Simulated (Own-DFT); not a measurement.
# One host, several defects: C40 NbSi2

No measurement is shown. These are fixed-geometry runs of a retired plane-wave code named Own-DFT, which no person has reviewed; spin and spin-orbit coupling are neglected.

Common settings: PBE; PseudoDojo norm-conserving scalar-relativistic files; cutoff 42 hartree; 4 x 4 x 5 k mesh centred on Gamma; cold (Marzari-Vanderbilt) smearing of 0.2 eV.

Keep in mind: forces on such cells failed a check on a denser k mesh; stress not checked against mesh or cutoff.

All runs share one cell, with vectors in Å (0.000, 8.324, 0.000); (-9.613, 0.000, 0.000); (0.000, 0.000, 6.586) and a volume of 527.0 Å³. u is the rms random offset of the atoms per axis. The defect's site can differ from row to row.

```
cell,formula,u (Å),P (GPa)
no defect,Nb12Si24,0.0195,1.48
no defect,Nb12Si24,0.0232,1.58
no defect,Nb12Si24,0.0449,2.28
two Nb vacancies,Nb10Si24,0.0274,-0.35
two Nb vacancies,Nb10Si24,0.0319,?
two Nb vacancies,Nb10Si24,0.0475,0.50
two Nb vacancies,Nb10Si24,0.0519,0.77
one Si vacancy,Nb12Si23,0.0285,0.79
one Si vacancy,Nb12Si23,0.0309,0.98
one Si vacancy,Nb12Si23,0.0484,1.61
two Nb on a Si site each,Nb14Si22,0.0275,7.58
two Nb on a Si site each,Nb14Si22,0.0506,8.81
two Nb on a Si site each,Nb14Si22,0.0553,9.05
two Si on a Nb site each,Nb10Si26,0.0277,1.54
two Si on a Nb site each,Nb10Si26,0.0486,2.25
two Si on a Nb site each,Nb10Si26,0.0502,2.70
```

## What the rows give

P = P0 + c u² + a shift for each defect gives P0 = 1.22 GPa, c = 571 ± 36 GPa/Å² and a scatter of 0.11 GPa. The shifts, and each times the cell's volume:

- two Nb on a Si site each: 6.04 ± 0.10 GPa, 19.9 eV (9.9 eV for each of its 2 sites)
- two Si on a Nb site each: -0.14 ± 0.10 GPa, -0.4 eV (-0.2 eV for each of its 2 sites) (not resolved)
- one Si vacancy: -0.88 ± 0.09 GPa, -2.9 eV
- two Nb vacancies: -2.00 ± 0.10 GPa, -6.6 eV (-3.3 eV for each of its 2 sites)

Against the defect-free cell, a freed cell would be larger where the shift is positive and smaller where it is negative (160.2 GPa Å³ is 1 eV). The atoms around the defects weren't relaxed, which would change these numbers.

## Test on the hidden row

The question: what pressure belongs in the blank (two Nb vacancies, u = 0.0319 Å)?

From the fit: -0.20 ± 0.13 GPa. DFT gave -0.19 GPa.
